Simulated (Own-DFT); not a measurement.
# One host, several defects: zincblende GaAs

The numbers are computed, not measured, by runs of the plane-wave DFT program Own-DFT (in-house, retired, unreviewed) at fixed positions, with no spin and no spin-orbit coupling.

Common settings: PBE; PseudoDojo norm-conserving scalar-relativistic files; cutoff 42 hartree; 3 x 3 x 3 k mesh centred on Gamma; Fermi-Dirac smearing of 0.1 eV.

Limits (not all hold for every row): not probed for a lower state with spin; forces on such cells failed a check on a denser k mesh; forces not confirmed at this smearing and k mesh; forces on such cells passed a denser k mesh, each cell not checked; stress not checked against mesh or cutoff.

All runs share one cell, with vectors in Å (11.307, 0.000, 0.000); (0.000, 11.307, 0.000); (0.000, 0.000, 11.307) and a volume of 1445.4 Å³. u is the rms random offset of the atoms per axis. The defect's site can differ from row to row.

| cell | formula | u (Å) | P (GPa) |
|---|---|---|---|
| no defect | As32Ga32 | 0.0185 | 3.51 |
| no defect | As32Ga32 | 0.0198 | 3.51 |
| no defect | As32Ga32 | 0.0553 | 4.01 |
| one Al on a Ga site | AlAs32Ga31 | 0.0482 | 3.84 |
| one Al on a Ga site | AlAs32Ga31 | 0.0493 | 4.05 |
| one Al on a Ga site | AlAs32Ga31 | 0.0530 | ? |
| one Al on a Ga site | AlAs32Ga31 | 0.0545 | 3.98 |
| one As on a Ga site | As33Ga31 | 0.0307 | 4.26 |
| one As on a Ga site | As33Ga31 | 0.0498 | 4.62 |
| one As on a Ga site | As33Ga31 | 0.0501 | 4.49 |
| two As on a Ga site each | As34Ga30 | 0.0269 | 4.78 |
| two As on a Ga site each | As34Ga30 | 0.0274 | 4.73 |
| two As on a Ga site each | As34Ga30 | 0.0302 | 4.82 |
| two Ga vacancies | As32Ga30 | 0.0306 | 2.82 |
| two Ga vacancies | As32Ga30 | 0.0323 | 2.98 |
| two Ga vacancies | As32Ga30 | 0.0324 | 3.01 |

## Working it out

P = P0 + c u² + a shift for each defect gives P0 = 3.44 GPa, c = 188 ± 29 GPa/Å² and a scatter of 0.07 GPa. The shifts, and each times the cell's volume:

- two As on a Ga site each: 1.19 ± 0.06 GPa, 10.7 eV (5.4 eV for each of its 2 sites)
- one As on a Ga site: 0.64 ± 0.06 GPa, 5.8 eV
- one Al on a Ga site: 0.03 ± 0.07 GPa, 0.3 eV (not resolved)
- two Ga vacancies: -0.69 ± 0.06 GPa, -6.3 eV (-3.1 eV for each of its 2 sites)

A positive shift means that the defect pushes the cell outwards. Shift times volume (160.2 GPa Å³ is 1 eV) depends little on the cell's size, so, taken for each site, it can be compared between cells at like pressure. The atoms around the defects weren't relaxed, which would change these numbers.

## Withheld run

The question: what pressure belongs in the blank (one Al on a Ga site, u = 0.0530 Å)?

From the fit: 4.00 ± 0.09 GPa. The run itself gave 4.01 GPa.
